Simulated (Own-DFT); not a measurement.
# Computed records: Al3GaN4 (wurtzite random alloy, strained, atoms displaced), AlGa3N4 (wurtzite random alloy, strained, atoms displaced)

All values are calculated (Own-DFT development build). A calculation, not a measurement: plane-wave density functional theory by an unreviewed code, no spin, of a simulated periodic cell, stress positive in tension, run twice, with PBE and with PBEsol, both on files made for PBE, so the change isn't that of files made for PBEsol, forces on such cells passed a denser k mesh, this cell's mesh not checked; the far tail of each file's local potential was reset to the Coulomb form; each entry is a single point on an unrelaxed cell, so the pressure reflects the starting lattice, mostly measured values (interpolated for alloys), from which strain is counted, and rises with the displacements; printed positions are rounded, which can move forces by about a meV/angstrom; the program, named Own-DFT, is a retired in-house code; no spin-orbit coupling; stress was not checked against mesh or cutoff.

Settings shared by all entries: functional PBE, then PBEsol; potential files PseudoDojo norm-conserving, scalar-relativistic, standard set; wave cutoff 42 hartree; occupations Fermi-Dirac; smearing width 0.1 eV; k mesh 4 x 4 x 3 centred on Gamma.

(1) Al3GaN4 (wurtzite random alloy, strained, atoms displaced)

```
Al3GaN4
1.0
      9.1589     0.0000     0.0000
     -4.5795     7.9318     0.0000
      0.0000     0.0000    10.0655
Al N Al Ga N Al Ga N Al Ga N Al N Al N Ga Al N Al N Ga Al N Al N Al N Al N Ga Al N Al N Al N Ga Al N Al Ga N Ga Al N
2 2 1 1 2 1 1 2 1 1 2 2 2 2 2 1 1 2 2 2 1 1 2 2 2 2 2 2 2 1 1 2 2 2 2 2 1 1 2 1 1 2 1 1 2
Direct
  0.10042 0.21187 0.99354
  0.22526 0.10684 0.24541
  0.10562 0.21918 0.19070
  0.22834 0.11524 0.43977
  0.11042 0.22270 0.49972
  0.22046 0.11108 0.75326
  0.11590 0.21599 0.69013
  0.21809 0.11276 0.93991
  0.09235 0.55228 0.00263
  0.23287 0.44730 0.24942
  0.09407 0.54324 0.18683
  0.21351 0.43115 0.43687
  0.09769 0.54714 0.50437
  0.22967 0.45629 0.75208
  0.11565 0.56038 0.69667
  0.22333 0.44320 0.94675
  0.11206 0.89193 0.00100
  0.22267 0.77684 0.25143
  0.11775 0.88209 0.19113
  0.22076 0.77828 0.43858
  0.11387 0.88787 0.49719
  0.21840 0.78057 0.74249
  0.12640 0.89155 0.68638
  0.22620 0.78337 0.93453
  0.45787 0.22188 0.99688
  0.55476 0.11188 0.25207
  0.44481 0.22455 0.19442
  0.55019 0.09708 0.44272
  0.44631 0.23046 0.49408
  0.56092 0.12645 0.73762
  0.44388 0.22720 0.69044
  0.55564 0.10134 0.93856
  0.44979 0.56184 0.00035
  0.55888 0.44101 0.25352
  0.43628 0.55730 0.19344
  0.56015 0.44352 0.44225
  0.44532 0.56572 0.49611
  0.55998 0.44439 0.75541
  0.42897 0.54072 0.68625
  0.54655 0.44900 0.94225
  0.44126 0.88986 0.99971
  0.54994 0.77133 0.24055
  0.44475 0.88827 0.18955
  0.55218 0.78251 0.45428
  0.44117 0.88497 0.49844
  0.55563 0.77581 0.75141
  0.43843 0.89049 0.68752
  0.54778 0.77145 0.93919
  0.78508 0.22986 0.01459
  0.88774 0.10283 0.25137
  0.77420 0.22136 0.18835
  0.87899 0.10767 0.44362
  0.77740 0.21458 0.48370
  0.89786 0.11390 0.74847
  0.79000 0.23178 0.68907
  0.88826 0.11981 0.94483
  0.77998 0.56255 0.99899
  0.88951 0.44111 0.25334
  0.78208 0.55246 0.19090
  0.88902 0.44696 0.43894
  0.77612 0.54357 0.49556
  0.89073 0.44416 0.74979
  0.77026 0.55928 0.68527
  0.89798 0.44676 0.93714
  0.78040 0.89035 0.99439
  0.88547 0.77278 0.25514
  0.77797 0.89221 0.19121
  0.89100 0.78753 0.44490
  0.77778 0.88579 0.50233
  0.88910 0.76783 0.74842
  0.78195 0.88961 0.69696
  0.88702 0.77963 0.94044
```

- PBE pressure: 19.3 GPa
- PBE stress xx: -24.93 GPa
- PBE stress yy: -23.43 GPa
- PBE stress zz: -9.52 GPa
- PBE stress yz: 0.29 GPa
- PBE stress xz: 1.13 GPa
- PBE stress xy: 0.1 GPa
- PBEsol pressure: 15.95 GPa
- PBEsol stress xx: -21.57 GPa
- PBEsol stress yy: -20.18 GPa
- PBEsol stress zz: -6.1 GPa
- PBEsol stress yz: 0.29 GPa
- PBEsol stress xz: 1.07 GPa
- PBEsol stress xy: 0.04 GPa
- rms change of force components from PBE to PBEsol: 0.085 eV/Å

Force:
```tsv
force element	PBE force x (eV/Å)	PBE force y (eV/Å)	PBE force z (eV/Å)	PBEsol force x (eV/Å)	PBEsol force y (eV/Å)	PBEsol force z (eV/Å)
Al	1.246	2.774	1.94	1.254	2.791	1.951
Al	-1.561	0.31	0.886	-1.573	0.309	0.889
N	1.031	-1.283	-0.764	1.039	-1.09	-0.728
N	-0.832	-0.784	-0.84	-0.835	-0.783	-0.849
Al	0.391	-1.641	0.641	0.387	-1.675	0.647
Ga	1.584	-0.57	0.166	1.561	-0.537	0.151
N	-2.788	1.425	-1.515	-2.56	1.463	-1.386
N	0.829	-0.761	1.138	0.976	-0.681	0.978
Al	5.4	2.46	0.494	5.434	2.481	0.504
Ga	-4.507	-2.617	0.485	-4.413	-2.577	0.463
N	1.696	2.235	0.242	1.841	2.17	0.282
N	-0.309	2.854	1.235	-0.3	2.872	1.036
Al	2.611	1.328	0.128	2.621	1.336	0.14
Ga	-1.692	-3.081	2.423	-1.631	-3.007	2.368
N	-2.397	-0.201	-2.308	-2.192	-0.304	-2.224
N	-1.962	-0.401	-0.134	-1.807	-0.289	-0.22
Al	0.787	-0.398	-0.086	0.778	-0.406	-0.079
Al	0.797	-1.651	0.005	0.822	-1.683	0.015
N	-1.545	1.233	-0.983	-1.686	1.148	-0.937
N	0.236	-1.634	-0.266	0.241	-1.639	-0.26
Al	-0.167	1.26	0.686	-0.173	1.268	0.687
Al	2.803	-0.293	2.251	2.824	-0.307	2.276
N	-4.067	-0.734	-1.189	-4.091	-0.52	-1.137
N	-1.315	-1.037	0.521	-1.312	-1.046	0.493
Ga	-2.142	-0.085	0.677	-2.111	-0.077	0.659
Al	-0.011	-0.887	0.236	-0.015	-0.887	0.23
N	0.759	-0.184	-0.344	0.767	-0.189	-0.5
N	-0.658	3.007	-1.238	-0.67	2.995	-1.232
Al	0.523	-2.163	1.71	0.546	-2.17	1.728
Al	1.39	-2.413	1.147	1.396	-2.412	1.159
N	0.952	0.895	-1.115	0.752	0.799	-1.072
N	0.736	1.489	-1.4	0.703	1.677	-1.304
Ga	-2.641	-1.379	1.435	-2.601	-1.37	1.387
Al	-0.878	0.952	-0.293	-0.889	0.981	-0.299
N	5.227	0.762	-0.656	4.987	0.576	-0.74
N	-2.479	0.842	-1.897	-2.285	0.971	-1.815
Al	-0.017	-2.644	1.227	-0.002	-2.665	1.215
Al	-2.196	-0.002	-0.704	-2.214	-0.007	-0.684
N	4.753	3.43	-1.276	4.508	3.29	-1.174
N	4.568	-0.74	-1.231	4.35	-0.786	-1.085
Al	0.305	-1.156	-0.031	0.31	-1.173	0.003
Al	0.314	2.116	1.831	0.329	2.124	1.86
N	-0.274	0.111	-0.183	-0.28	0.125	-0.19
N	0.808	-1.139	-3.242	0.996	-1.005	-3.198
Al	-1.327	-0.118	1.825	-1.346	-0.12	1.831
Al	-1.091	0.076	-0.767	-1.101	0.05	-0.779
N	1.645	0.488	0.028	1.638	0.494	0.031
N	0.88	3.447	-0.626	0.88	3.206	-0.539
Ga	-1.131	-0.604	-3.436	-1.094	-0.599	-3.367
Al	-0.345	1.703	0.502	-0.357	1.712	0.521
N	0.256	-0.386	4.46	0.28	-0.381	4.187
N	3.171	0.288	-1.948	3.207	0.072	-1.884
Al	-2.373	1.435	2.98	-2.411	1.464	2.999
Al	-1.239	0.128	0.647	-1.247	0.135	0.66
N	-0.532	-1.178	-1.338	-0.511	-1.187	-1.366
N	0.6	-2.527	-2.005	0.387	-2.416	-1.936
Al	0.161	-1.311	0.431	0.156	-1.334	0.449
Al	-0.586	-0.324	-0.029	-0.608	-0.335	-0.006
N	-1.174	-0.935	-0.827	-1.152	-0.743	-0.766
N	1.628	-2.525	-1.333	1.395	-2.414	-1.254
Ga	-1.292	3.05	1.655	-1.282	2.979	1.618
Al	-0.199	0.698	0.248	-0.217	0.712	0.246
N	1.945	-1.346	1.096	1.951	-1.37	0.888
N	-4.792	-0.453	-1.464	-4.809	-0.655	-1.411
Al	-1.561	0.56	0.64	-1.572	0.552	0.659
Ga	0.519	1.073	-0.186	0.507	1.044	-0.182
N	-0.567	-1.641	-1.321	-0.415	-1.734	-1.283
N	2.375	-2.011	-0.752	2.16	-2.051	-0.801
Ga	-1.43	0.704	1.712	-1.406	0.688	1.664
Al	0.145	2.64	0.168	0.169	2.665	0.171
N	0.057	-0.444	0.462	0.066	-0.449	0.304
N	0.948	-0.09	-0.636	0.953	-0.078	-0.659
```

(2) AlGa3N4 (wurtzite random alloy, strained, atoms displaced)

```
AlGa3N4
1.0
      9.3666     0.0000     0.0000
     -4.6833     8.1117     0.0000
      0.0000     0.0000    10.2685
Ga Al N Ga N Ga N Al Ga N Ga N Ga N Al N Ga N Ga N Ga N Ga N Al Ga N Ga Al N Ga Al N Ga Al N Al Ga N Ga N Ga N
1 1 2 2 2 2 2 1 1 2 2 2 2 2 2 2 2 2 2 2 2 2 2 2 1 1 2 1 1 2 1 1 2 1 1 2 1 1 2 2 2 2 2
Direct
  0.12137 0.22260 0.00404
  0.21094 0.10204 0.24907
  0.10342 0.21004 0.19308
  0.22122 0.10242 0.43603
  0.09847 0.22593 0.49992
  0.21241 0.11233 0.74998
  0.11223 0.22645 0.68548
  0.22041 0.11451 0.94147
  0.11366 0.56184 0.00579
  0.22891 0.44081 0.25048
  0.11268 0.54861 0.18689
  0.21637 0.43988 0.44216
  0.11478 0.56012 0.50325
  0.21038 0.43183 0.75513
  0.11471 0.55118 0.69099
  0.21623 0.44077 0.94260
  0.10841 0.88884 0.00027
  0.22094 0.77974 0.25082
  0.11612 0.88978 0.18909
  0.22799 0.78261 0.43999
  0.10963 0.88187 0.50013
  0.22572 0.78300 0.75804
  0.10906 0.88408 0.69402
  0.22523 0.78372 0.94651
  0.43895 0.21808 0.99674
  0.56441 0.12339 0.24872
  0.44039 0.21146 0.19591
  0.55251 0.11139 0.43622
  0.44739 0.22385 0.48793
  0.56120 0.11896 0.74755
  0.43930 0.22106 0.69044
  0.54778 0.10429 0.93785
  0.45860 0.56728 0.00020
  0.56135 0.44738 0.24663
  0.43969 0.56227 0.18040
  0.55911 0.44550 0.43780
  0.44176 0.55267 0.51119
  0.55630 0.44563 0.74454
  0.44658 0.55791 0.69319
  0.56189 0.44798 0.93860
  0.43709 0.88487 0.00759
  0.55269 0.77746 0.24704
  0.44631 0.88455 0.19054
  0.56119 0.78419 0.43350
  0.43560 0.88980 0.49892
  0.56273 0.77647 0.75446
  0.44129 0.89002 0.68601
  0.55629 0.77415 0.93667
  0.78799 0.23199 0.00542
  0.88382 0.11218 0.24456
  0.77466 0.21973 0.17709
  0.88583 0.11148 0.44153
  0.76238 0.21937 0.50222
  0.88685 0.10233 0.75635
  0.77370 0.20945 0.69787
  0.88608 0.12010 0.94061
  0.77992 0.54953 0.99175
  0.89029 0.44431 0.24198
  0.79455 0.55919 0.18566
  0.88132 0.43945 0.43557
  0.76577 0.54906 0.50236
  0.88910 0.44574 0.75624
  0.77369 0.56031 0.68690
  0.90029 0.44410 0.93886
  0.78400 0.90222 0.00243
  0.89555 0.78051 0.25682
  0.77458 0.88234 0.19728
  0.90312 0.78096 0.43212
  0.78655 0.88577 0.50539
  0.88851 0.77444 0.75698
  0.78810 0.89364 0.69680
  0.89344 0.77984 0.92812
```

- PBE pressure: 14.08 GPa
- PBE stress xx: -15.94 GPa
- PBE stress yy: -14.5 GPa
- PBE stress zz: -11.79 GPa
- PBE stress yz: 0.16 GPa
- PBE stress xz: -0.73 GPa
- PBE stress xy: -0.06 GPa
- PBEsol pressure: 8.94 GPa
- PBEsol stress xx: -10.8 GPa
- PBEsol stress yy: -9.36 GPa
- PBEsol stress zz: -6.65 GPa
- PBEsol stress yz: 0.14 GPa
- PBEsol stress xz: -0.72 GPa
- PBEsol stress xy: -0.05 GPa
- rms change of force components from PBE to PBEsol: 0.074 eV/Å

Force:
```tsv
force element	PBE force x (eV/Å)	PBE force y (eV/Å)	PBE force z (eV/Å)	PBEsol force x (eV/Å)	PBEsol force y (eV/Å)	PBEsol force z (eV/Å)
Ga	-2.497	0.779	0.656	-2.452	0.767	0.638
Al	1.308	0.793	1.164	1.31	0.812	1.16
N	-0.055	0.387	-0.063	-0.049	0.55	-0.183
N	-1.185	1.015	-0.517	-1.137	0.979	-0.361
Ga	2.131	-1.209	-0.021	2.084	-1.17	-0.009
Ga	1.588	-0.555	-0.246	1.56	-0.536	-0.25
N	-1.485	-2.124	0.48	-1.342	-2.005	0.441
N	1.647	-0.687	-0.693	1.442	-0.753	-0.729
Ga	1.223	-0.239	-0.577	1.201	-0.244	-0.563
Ga	-1.087	-0.437	0.514	-1.066	-0.41	0.481
N	-0.954	0.23	1.514	-0.801	0.311	1.411
N	0.056	1.985	-0.534	0.184	1.849	-0.565
Al	-0.673	-0.72	-0.284	-0.689	-0.72	-0.286
Ga	0.962	2.052	0.763	0.935	2.009	0.74
N	-1.378	1.003	-0.995	-1.344	0.967	-0.811
N	1.111	0.895	-0.113	1.084	0.864	-0.12
Ga	-0.012	0.19	0.355	-0.007	0.171	0.336
Ga	1.159	-0.849	0.256	1.133	-0.826	0.236
N	-0.894	0.329	-0.609	-0.865	0.132	-0.652
N	-0.007	-2.06	-0.219	-0.194	-1.969	-0.339
Ga	0.717	1.47	1.51	0.696	1.452	1.449
Ga	0.556	-0.702	-0.474	0.543	-0.677	-0.459
N	-0.213	0.545	-0.799	-0.211	0.529	-0.772
N	-0.737	-0.956	-0.931	-0.719	-0.936	-0.909
Al	1.134	0.477	0.557	1.127	0.499	0.576
Al	-0.042	-2.226	0.109	-0.023	-2.219	0.117
N	-1.207	0.982	-1.67	-1.227	1.111	-1.623
N	0.214	-1.581	-1.293	0.207	-1.38	-1.154
Ga	-1.743	-0.657	1.703	-1.704	-0.643	1.657
Ga	-1.646	-1.807	1.138	-1.602	-1.775	1.118
N	0.046	0.23	-1.023	0.059	0.237	-0.987
N	-0.067	1.435	0.678	0.055	1.325	0.612
Ga	-0.997	-2.37	-0.669	-0.973	-2.3	-0.645
Ga	-0.292	0.092	-0.357	-0.293	0.085	-0.335
N	1.972	-1.314	1.272	1.931	-1.281	1.247
N	-0.846	0.812	-0.386	-0.996	0.678	-0.441
Ga	-0.288	0.903	-1.767	-0.272	0.863	-1.732
Ga	-0.478	-0.93	1.19	-0.469	-0.892	1.17
N	-0.785	-0.557	0.232	-0.748	-0.543	0.21
N	-0.598	-1.845	-0.063	-0.574	-1.659	-0.105
Ga	1.769	1.001	-0.668	1.725	0.972	-0.661
Ga	0.694	-0.198	1.384	0.685	-0.207	1.342
N	-1.332	2.244	0.472	-1.303	2.069	0.413
N	-0.798	-0.591	1.849	-0.674	-0.637	1.765
Al	2.472	0.32	0.548	2.481	0.342	0.552
Ga	-1.451	0.973	-0.977	-1.411	0.931	-0.937
N	0.986	-0.108	-0.576	0.952	-0.104	-0.402
N	-0.184	2.304	0.579	-0.175	2.24	0.57
Ga	-2.006	-1.279	-2.8	-1.935	-1.257	-2.729
Al	0.3	-0.832	1.474	0.282	-0.825	1.461
N	0.288	0.549	4.295	0.295	0.566	4.012
N	-1.309	-0.63	-1.756	-1.259	-0.613	-1.585
Ga	2.387	0.271	0.882	2.331	0.267	0.854
Al	-0.223	1.858	-0.239	-0.195	1.872	-0.226
N	1.512	1.834	-1.207	1.306	1.871	-1.23
N	2.272	-0.793	-1.054	2.212	-0.783	-0.864
Ga	0.144	1.279	1.182	0.132	1.262	1.151
Al	0.97	-0.457	1.563	0.981	-0.487	1.561
N	-1.491	-0.306	-0.435	-1.632	-0.199	-0.484
N	0.341	1.508	-0.071	0.335	1.337	-0.024
Al	2.324	1.23	-0.582	2.323	1.243	-0.571
Ga	0.381	-0.541	-1.645	0.385	-0.53	-1.585
N	1.435	-0.844	-0.978	1.396	-0.823	-0.773
N	-1.386	0.753	-0.209	-1.371	0.738	-0.202
Ga	0.147	-1.638	0.382	0.133	-1.614	0.363
Ga	-0.343	-0.396	-2.099	-0.336	-0.391	-2.053
N	0.587	1.82	-1.493	0.571	1.645	-1.505
N	-2.158	-2.349	2.61	-2.102	-2.172	2.516
Ga	-1.109	0.411	-0.63	-1.086	0.418	-0.632
Ga	0.331	0.4	-2.707	0.318	0.39	-2.634
N	-0.483	-0.411	-1.031	-0.466	-0.622	-1.081
N	-0.724	-0.161	4.148	-0.691	-0.153	4.05
```
